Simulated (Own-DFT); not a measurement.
# Point defects and the pressure they add: C40 NbSi2

Source: density functional calculations with Own-DFT, an unreviewed in-house program that is no longer used. Nothing was measured or relaxed, and spin and spin-orbit coupling are left out.

All runs used: PBE; PseudoDojo norm-conserving scalar-relativistic files; cutoff 42 hartree; 4 x 4 x 5 k mesh centred on Gamma; cold (Marzari-Vanderbilt) smearing of 0.2 eV.

Known weak points: forces on such cells failed a check on a denser k mesh; stress not checked against mesh or cutoff.

All runs share one cell, with vectors in Å (0.000, 8.324, 0.000); (-9.613, 0.000, 0.000); (0.000, 0.000, 6.586) and a volume of 527.0 Å³. u is the rms random offset of the atoms per axis. The defect's site can differ from row to row.

| cell | formula | u (Å) | P (GPa) |
|---|---|---|---|
| no defect | Nb12Si24 | 0.0207 | 1.51 |
| no defect | Nb12Si24 | 0.0228 | 1.58 |
| no defect | Nb12Si24 | 0.0458 | 2.47 |
| two Si on a Nb site each | Nb10Si26 | 0.0286 | 1.53 |
| two Si on a Nb site each | Nb10Si26 | 0.0303 | 1.75 |
| two Si on a Nb site each | Nb10Si26 | 0.0513 | 2.82 |
| two Nb vacancies | Nb10Si24 | 0.0301 | 0.10 |
| two Nb vacancies | Nb10Si24 | 0.0331 | 0.03 |
| two Nb vacancies | Nb10Si24 | 0.0500 | 0.60 |
| two Nb vacancies | Nb10Si24 | 0.0555 | ? |
| two Nb on a Si site each | Nb14Si22 | 0.0306 | 7.69 |
| two Nb on a Si site each | Nb14Si22 | 0.0510 | 8.54 |
| two Nb on a Si site each | Nb14Si22 | 0.0511 | 7.90 |
| one Si vacancy | Nb12Si23 | 0.0289 | 0.99 |
| one Si vacancy | Nb12Si23 | 0.0302 | 1.11 |
| one Si vacancy | Nb12Si23 | 0.0490 | 1.72 |

## Working it out

P = P0 + c u² + a shift for each defect gives P0 = 1.37 GPa, c = 478 ± 72 GPa/Å² and a scatter of 0.21 GPa. The shifts, and each times the cell's volume:

- two Nb on a Si site each: 5.70 ± 0.19 GPa, 18.7 eV (9.4 eV for each of its 2 sites)
- two Si on a Nb site each: -0.03 ± 0.18 GPa, -0.1 eV (0.0 eV for each of its 2 sites) (not resolved)
- one Si vacancy: -0.76 ± 0.18 GPa, -2.5 eV
- two Nb vacancies: -1.84 ± 0.18 GPa, -6.1 eV (-3.0 eV for each of its 2 sites)

A positive shift means that the defect pushes the cell outwards. Shift times volume (160.2 GPa Å³ is 1 eV) depends little on the cell's size, so, taken for each site, it can be compared between cells at like pressure. The atoms around the defects weren't relaxed, which would change these numbers.

## Test on the hidden row

Q: what pressure belongs in the blank (two Nb vacancies, u = 0.0555 Å)?

Estimate: 1.00 ± 0.27 GPa. The calculation gave 0.57 GPa.
